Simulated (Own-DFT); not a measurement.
# A layer strained by its substrate: diamond-structure SiGeSn with randomly placed atoms, 64 atoms (Ge48Si8Sn8)

Calculated, not measured: single-point runs of Own-DFT, a retired in-house plane-wave DFT program that no person has reviewed, on unrelaxed cells, without spin or spin-orbit coupling.

Settings: PBE; PseudoDojo norm-conserving scalar-relativistic files; cutoff 49 hartree; 3 x 3 x 3 k mesh centred on Gamma; Fermi-Dirac smearing of 0.1 eV.

Caveats: forces on such cells moved up to 12 meV/angstrom on a denser k mesh; stress not checked against mesh or cutoff.

Unstrained cell vectors in Å: (11.467, 0.000, 0.000); (0.000, 11.467, 0.000); (0.000, 0.000, 11.467). The unstrained cell has measured lattice constants (interpolated for alloys), not those of this functional. That, the random moves and any unrelaxed bonds set the pressure at no strain. Each run strains x and y alike by e, as a substrate would, and holds the height along z. Each atom got a random Gaussian move of width 0.05 Å along each axis. The random placing of the alloy's atoms differs from row to row. Stress is positive in tension.

```
e (%),u (Å),(s_xx + s_yy)/2 (GPa),s_zz (GPa)
-3.00,0.052,-11.08,-9.19
-2.75,0.050,-10.48,-8.61
-2.50,0.053,-9.83,-8.24
-2.00,0.054,-8.84,-7.57
-1.50,0.052,?,?
-0.25,0.050,-5.44,-5.45
0.25,0.050,-4.64,-4.65
1.25,0.050,-2.89,-3.60
1.50,0.048,-2.53,-3.37
2.50,0.049,-1.13,-2.55
```

## What the rows give

With e as a fraction, the in-plane stress is -5.0 + 176 e - 831 e² GPa (errors 1 and 74, scatter 0.06), and s_zz is -5.0 + 116 e - 668 e² GPa (slope ± 2, scatter 0.10). At e = 0 the first slope is C11 + C12 and the second 2 C12, both with the ions held to the strained lattice and at the cell's own pressure. The term in e² is negative: the layer stiffens under compression and softens under tension. A free layer would change its height as e changes, and the in-plane slope would drop by 2 C12²/C11 to the biaxial modulus. At fixed height, a misfit of 1 % moves the in-plane stress by about 1.8 GPa and s_zz by 1.2 GPa.

## The run left out

Asked: what are the two stresses at e = -1.50 %?

The fit gives -7.8 and -6.9 GPa. The calculation gave -7.89 and -7.00 GPa.
